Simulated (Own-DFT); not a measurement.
# Response to strain: wurtzite AlN, 72 atoms (Al36N36)

All numbers below are calculated, not measured. The program, named Own-DFT, is a retired in-house plane-wave density functional code that no person has reviewed. Each row is one single-point run on a periodic cell that was not relaxed, without spin or spin-orbit coupling.

Settings of every run: PBE; PseudoDojo norm-conserving scalar-relativistic files; cutoff 42 hartree; 4 x 4 x 3 k mesh centred on Gamma; Gaussian smearing of 0.01 eV.

Known limits: k mesh not checked against a denser one; stress not checked against mesh or cutoff.

Unstrained cell vectors in Å: (9.336, 0.000, 0.000); (-4.668, 8.085, 0.000); (0.000, 0.000, 9.964). The unstrained cell has measured lattice constants (interpolated for alloys), not those of this functional. That, the random moves and any unrelaxed bonds set the pressure at no strain. Each run strains this cell uniformly, with the atoms carried along. Every atom was also moved at random, by a Gaussian of width 0.05 Å on each axis. Strain is the symmetric tensor, in per cent. Stress is positive in tension, and the pressure is minus a third of its trace.

```
run  e_xx (%)  e_yy (%)  e_zz (%)  s_xx (GPa)  s_yy (GPa)  s_zz (GPa)  P (GPa)  E (meV/atom)
  1      0.00      0.00      3.00       -4.43       -3.08        6.70     0.27          14.7
  2      0.00      0.00      1.00       -2.36       -6.08       -2.15     3.53           4.1
  3      0.00      0.00      0.25       -4.53       -6.24       -4.11     4.96           1.6
  4      0.00      0.00      0.75       -4.54       -4.56       -4.42     4.51          18.9
  5      0.00      0.00     -1.00       -3.91       -8.70       -9.99     7.53           7.2
  6      0.00      0.00     -1.75       -8.36       -7.71      -11.09     9.05          16.6
  7      0.00      0.00     -1.25       -5.11       -8.50      -10.80     8.14           9.0
  8      0.00      0.00      1.25       -5.15       -3.18       -0.52     2.95           0.0
  9      0.00      0.00     -0.25           ?           ?           ?        ?             ?
```

E is the free energy for each atom above the lowest run shown.

## Worked fit

The change of volume is close to e_xx + e_yy + e_zz. A straight line through the runs shown gives P = 5.65 - 189 x (fractional change of volume) GPa, with an error of 6 on the slope and a scatter of 0.26 GPa. The strain isn't the same on all axes and the cell isn't cubic, so the slope belongs to this path and is not the bulk modulus.

## Withheld run

Question: what pressure should run 9 give? Its volume changes by -0.25 %.

The line gives 6.1 GPa. The calculation gave 6.05 GPa.
